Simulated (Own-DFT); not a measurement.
# Which defects push the lattice out? wurtzite GaN

The numbers are computed, not measured, by runs of the plane-wave DFT program Own-DFT (in-house, retired, unreviewed) at fixed positions, with no spin and no spin-orbit coupling.

Settings: PBE; PseudoDojo norm-conserving scalar-relativistic files; cutoff 42 hartree; 4 x 4 x 3 k mesh centred on Gamma; Fermi-Dirac smearing of 0.1 eV.

Known weak points (not all hold for every row): not probed for a lower state with spin; forces not confirmed at this smearing and k mesh; stress not checked against mesh or cutoff.

All runs share one cell, with vectors in Å (9.567, 0.000, 0.000); (-4.784, 8.285, 0.000); (0.000, 0.000, 10.370) and a volume of 822.0 Å³. u is the rms random offset of the atoms per axis. The defect's site can differ from row to row.

```
               cell  formula   u (Å)  P (GPa)
          no defect  Ga36N36  0.0198     5.92
          no defect  Ga36N36  0.0493     7.43
          no defect  Ga36N36  0.0552     8.20
one Ga on an N site  Ga37N35  0.0311    12.16
one Ga on an N site  Ga37N35  0.0465    13.22
one Ga on an N site  Ga37N35  0.0509    13.07
 one N on a Ga site  Ga35N37  0.0301     5.38
 one N on a Ga site  Ga35N37  0.0318        ?
 one N on a Ga site  Ga35N37  0.0468     6.64
 one N on a Ga site  Ga35N37  0.0502     6.68
```

## What the rows give

P = P0 + c u² + a shift for each defect gives P0 = 5.63 GPa, c = 792 ± 79 GPa/Å² and a scatter of 0.21 GPa. The shifts, and each times the cell's volume:

- one Ga on an N site: 5.68 ± 0.17 GPa, 29.1 eV
- one N on a Ga site: -0.88 ± 0.17 GPa, -4.5 eV

Positive is outwards. The product with the volume (160.2 GPa Å³ to the eV) is nearly free of the cell's size; divided by the bulk modulus at the cell's pressure it gives the volume that the defect adds. The atoms around the defects weren't relaxed, which would change these numbers.

## Prediction

The question: what pressure belongs in the blank (one N on a Ga site, u = 0.0318 Å)?

The fitted form gives 5.55 ± 0.25 GPa. The hidden result is 5.63 GPa.
